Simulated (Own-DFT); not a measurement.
# How strain changes the stress of wurtzite GaN, 96 atoms (Ga48N48)

These are calculations, not measurements. They come from Own-DFT, an in-house plane-wave density functional program, since retired, whose code no person has reviewed. Each row is one single-point run on a periodic cell that was not relaxed, without spin or spin-orbit coupling.

Settings of every run: PBE; PseudoDojo norm-conserving scalar-relativistic files (stringent for Ga); cutoff 96 hartree; 3 x 4 x 3 k mesh centred on Gamma; Gaussian smearing of 0.01 eV.

Known limits: forces on such cells passed a denser k mesh, each cell not checked; stress not checked against mesh or cutoff.

Unstrained cell vectors in Å: (12.756, 0.000, 0.000); (-4.784, 8.285, 0.000); (0.000, 0.000, 10.370). The unstrained cell has measured lattice constants (interpolated for alloys), not those of this functional. That, the random moves and any unrelaxed bonds set the pressure at no strain. Each run strains this cell uniformly, with the atoms carried along. Every atom was also moved at random, by a Gaussian of width 0.05 Å on each axis. Strain is the symmetric tensor, in per cent. Stress is positive in tension, and the pressure is minus a third of its trace.

```
run  e_xx (%)  e_yy (%)  e_zz (%)  s_xx (GPa)  s_yy (GPa)  s_zz (GPa)  P (GPa)  E (meV/atom)
  1      0.00      0.00      0.25       -7.26       -7.40       -5.60     6.75          14.3
  2      0.00      0.00     -1.50       -8.13       -8.50      -13.75    10.13          24.7
  3      0.00      0.00     -1.00       -7.97       -8.21      -12.22     9.47          33.1
  4      0.00      0.00      2.50       -5.09       -5.70        3.10     2.57          10.5
  5      0.00      0.00     -2.00       -8.27       -8.49      -16.80    11.19          35.8
  6      0.00      0.00      1.00       -5.57       -5.74       -4.22     5.18          11.5
  7      0.00      0.00      2.00       -5.33       -5.25        1.10     3.16           0.0
  8      0.00      0.00     -0.75       -7.72       -7.82      -10.80     8.78          27.9
  9      0.00      0.00      0.50           ?           ?           ?        ?             ?
```

E is the free energy for each atom above the lowest run shown.

## Worked fit

The change of volume is close to e_xx + e_yy + e_zz. A straight line through the runs shown gives P = 7.27 - 197 x (fractional change of volume) GPa, with an error of 4 on the slope and a scatter of 0.16 GPa. The strain isn't the same on all axes and the cell isn't cubic, so the slope belongs to this path and is not the bulk modulus.

## Withheld run

Question: what pressure should run 9 give? Its volume changes by 0.50 %.

The line gives 6.3 GPa. The calculation gave 5.94 GPa.
